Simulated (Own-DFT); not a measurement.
SiC (2H silicon carbide, atoms displaced) (calculated)

Computed with Own-DFT development build. A calculation, not a measurement: plane-wave PBE density functional theory by an unreviewed code, no spin, of a simulated periodic cell, stress positive in tension, free energy of the whole cell less one offset for each atom, forces on such cells passed a denser k mesh, this cell's mesh not checked; offsets are fitted by least squares, one for each functional and potential file, so energies compare only between cells with the same atoms and settings and are not formation energies; the far tail of each file's local potential was reset to the Coulomb form; each entry is a single point on an unrelaxed cell, so the pressure reflects the starting lattice, mostly measured values (interpolated for alloys), from which strain is counted, and rises with the displacements; printed positions are rounded, which can move forces by about a meV/angstrom; the program, named Own-DFT, is a retired in-house code; no spin-orbit coupling.

```cif
# cell vector a (Å): 9.2481 0.0000 0.0000
# cell vector b (Å): -4.6241 8.0091 0.0000
# cell vector c (Å): 0.0000 0.0000 10.0681
data_SiC
_symmetry_space_group_name_H-M 'P 1'
_symmetry_Int_Tables_number 1
_cell_length_a 9.2481
_cell_length_b 9.2481
_cell_length_c 10.0681
_cell_angle_alpha 90.000
_cell_angle_beta 90.000
_cell_angle_gamma 120.000
_cell_volume 745.73
loop_
_atom_site_label
_atom_site_type_symbol
_atom_site_fract_x
_atom_site_fract_y
_atom_site_fract_z
_atom_site_occupancy
Si1 Si 0.99152 0.99880 0.00259 1
Si2 Si 0.10802 0.22185 0.25024 1
C1 C 0.98723 0.99406 0.18554 1
C2 C 0.11411 0.22659 0.43386 1
Si3 Si 0.00430 0.00250 0.49486 1
Si4 Si 0.10438 0.21885 0.74935 1
C3 C 0.99880 0.99816 0.68429 1
C4 C 0.10813 0.22070 0.93896 1
Si5 Si 0.00141 0.33601 0.00158 1
Si6 Si 0.10909 0.55230 0.24988 1
C5 C 0.00167 0.33898 0.18227 1
C6 C 0.11164 0.55601 0.43309 1
Si7 Si 0.99886 0.33094 0.49720 1
Si8 Si 0.10883 0.55547 0.75152 1
C7 C 0.99966 0.33576 0.68269 1
C8 C 0.11360 0.56177 0.93296 1
Si9 Si 0.00152 0.67694 0.99793 1
Si10 Si 0.10636 0.88769 0.24901 1
C9 C 0.99556 0.66800 0.18433 1
C10 C 0.11308 0.88623 0.43566 1
Si11 Si 0.99632 0.66257 0.49966 1
Si12 Si 0.11223 0.89014 0.75205 1
C11 C 0.00134 0.66534 0.68922 1
C12 C 0.11771 0.89116 0.93792 1
Si13 Si 0.33929 0.00210 0.99565 1
Si14 Si 0.43973 0.21640 0.25627 1
C13 C 0.32865 0.00044 0.18453 1
C14 C 0.44883 0.22424 0.44460 1
Si15 Si 0.33669 0.00295 0.50192 1
Si16 Si 0.44258 0.22468 0.75424 1
C15 C 0.33887 0.99909 0.68187 1
C16 C 0.44432 0.21303 0.93849 1
Si17 Si 0.33683 0.34001 0.99477 1
Si18 Si 0.44634 0.56396 0.25099 1
C17 C 0.32918 0.33709 0.18957 1
C18 C 0.44170 0.55337 0.44324 1
Si19 Si 0.33522 0.33614 0.50112 1
Si20 Si 0.44257 0.54783 0.74655 1
C19 C 0.32892 0.33376 0.69008 1
C20 C 0.44162 0.55467 0.94075 1
Si21 Si 0.33541 0.66960 0.99996 1
Si22 Si 0.43981 0.88536 0.25288 1
C21 C 0.32900 0.66928 0.18895 1
C22 C 0.44418 0.89017 0.44119 1
Si23 Si 0.33474 0.67151 0.50070 1
Si24 Si 0.43974 0.88091 0.74496 1
C23 C 0.33147 0.67206 0.68614 1
C24 C 0.44948 0.89548 0.93906 1
Si25 Si 0.66526 0.99487 0.00090 1
Si26 Si 0.77785 0.22282 0.24973 1
C25 C 0.66317 0.00145 0.18760 1
C26 C 0.77419 0.21593 0.43951 1
Si27 Si 0.65894 0.99978 0.49815 1
Si28 Si 0.77650 0.21469 0.74061 1
C27 C 0.66403 0.99971 0.68472 1
C28 C 0.77959 0.22320 0.93823 1
Si29 Si 0.66607 0.33744 0.00248 1
Si30 Si 0.78131 0.55482 0.24498 1
C29 C 0.66630 0.32727 0.18445 1
C30 C 0.78319 0.56111 0.43819 1
Si31 Si 0.66267 0.33607 0.50177 1
Si32 Si 0.77701 0.55290 0.74986 1
C31 C 0.67063 0.33958 0.68595 1
C32 C 0.77714 0.55539 0.93525 1
Si33 Si 0.66308 0.66675 0.00044 1
Si34 Si 0.77932 0.89171 0.25339 1
C33 C 0.66470 0.66401 0.18864 1
C34 C 0.77864 0.88975 0.43252 1
Si35 Si 0.66628 0.66999 0.50078 1
Si36 Si 0.78209 0.88851 0.75312 1
C35 C 0.66206 0.66759 0.68875 1
C36 C 0.77499 0.88404 0.93821 1
_calc_functional 'PBE'
_calc_potential_files 'PseudoDojo norm-conserving, scalar-relativistic, standard set'
_calc_wave_cutoff 42  # hartree
_calc_occupations 'Fermi-Dirac'
_calc_smearing_width 0.1  # eV
_calc_hardware 'one NVIDIA H100'
_calc_k_mesh '4 x 4 x 3 centred on Gamma'
_calc_free_energy_of_cell_above_offsets '-10.135'  # eV
_calc_pressure 3.94  # GPa
_calc_stress_xx -1.64  # GPa
_calc_stress_yy -3.86  # GPa
_calc_stress_zz -6.33  # GPa
_calc_stress_yz -0.09  # GPa
_calc_stress_xz -0.13  # GPa
_calc_stress_xy -1.26  # GPa
_calc_wall_time 357.5  # s
```

Force:
```
element  x (eV/Å)  y (eV/Å)  z (eV/Å)
     Si     1.567     0.287    -0.711
     Si     0.082     0.249    -1.166
      C     1.624     1.323       0.7
      C     0.185    -0.677      0.83
     Si    -0.404    -0.505     0.232
     Si     0.037     0.398     0.158
      C     0.322     0.195     0.337
      C     0.193     0.212    -0.346
     Si    -0.506     0.202    -1.583
     Si    -0.646     0.981    -0.628
      C    -0.026    -1.087     1.685
      C    -0.118    -0.263     1.007
     Si    -0.222     0.534    -0.109
     Si     0.353      0.04    -0.848
      C     0.387    -0.499     0.511
      C      0.01    -0.418     1.582
     Si     0.655    -1.743    -0.138
     Si     0.216     0.137    -0.373
      C     1.202     0.003     0.136
      C    -0.267     0.597     0.352
     Si     0.948     0.783      0.28
     Si     0.549    -0.175    -0.982
      C    -0.773      0.46    -0.318
      C    -1.398     0.883    -0.099
     Si     -0.71    -0.858     1.346
     Si    -0.185     1.224    -1.342
      C      0.35    -0.384     0.814
      C    -1.247    -0.327    -1.021
     Si    -0.597    -0.601    -0.738
     Si     1.168    -0.637    -1.191
      C    -1.343      0.49     1.974
      C    -0.989     2.812    -0.286
     Si    -0.099    -2.305     1.652
     Si    -0.083    -1.451      0.22
      C     1.037    -0.289    -0.241
      C     0.164     1.221    -0.847
     Si    -0.257     -0.58    -0.052
     Si    -1.254     2.084     0.844
      C     0.306    -1.125    -0.331
      C     0.296     0.793    -1.322
     Si    -0.822     0.208     -0.16
     Si      -0.3     1.192    -0.611
      C     0.686    -0.255    -0.202
      C    -0.478    -0.265    -1.032
     Si    -0.316    -1.048    -0.103
     Si     0.408     2.208     1.359
      C     0.714    -2.406     0.125
      C     0.222    -1.616    -1.007
     Si    -0.165     1.712    -0.157
     Si     0.163    -0.261    -0.214
      C     0.547    -0.743     0.486
      C     -0.46     1.487     -0.59
     Si      2.04    -0.322     0.238
     Si    -0.796     1.704     1.883
      C     0.708    -1.234       0.2
      C    -0.096    -0.318    -0.599
     Si     1.132     -1.14    -1.201
     Si    -1.205    -0.513     0.888
      C     -1.07     0.852     1.477
      C     -1.19    -1.079    -0.601
     Si      1.84     0.585    -0.274
     Si    -0.103     0.944    -0.252
      C    -0.503    -1.415     0.526
      C    -0.479     0.548     0.694
     Si     0.722    -0.679     0.128
     Si    -1.486    -1.077    -1.261
      C     0.016     0.648    -0.081
      C    -0.396     0.279     1.858
     Si      0.47    -0.097     -0.28
     Si    -1.319    -0.102     -1.11
      C     1.119    -0.189    -0.022
      C    -0.129     0.409     -0.09
```
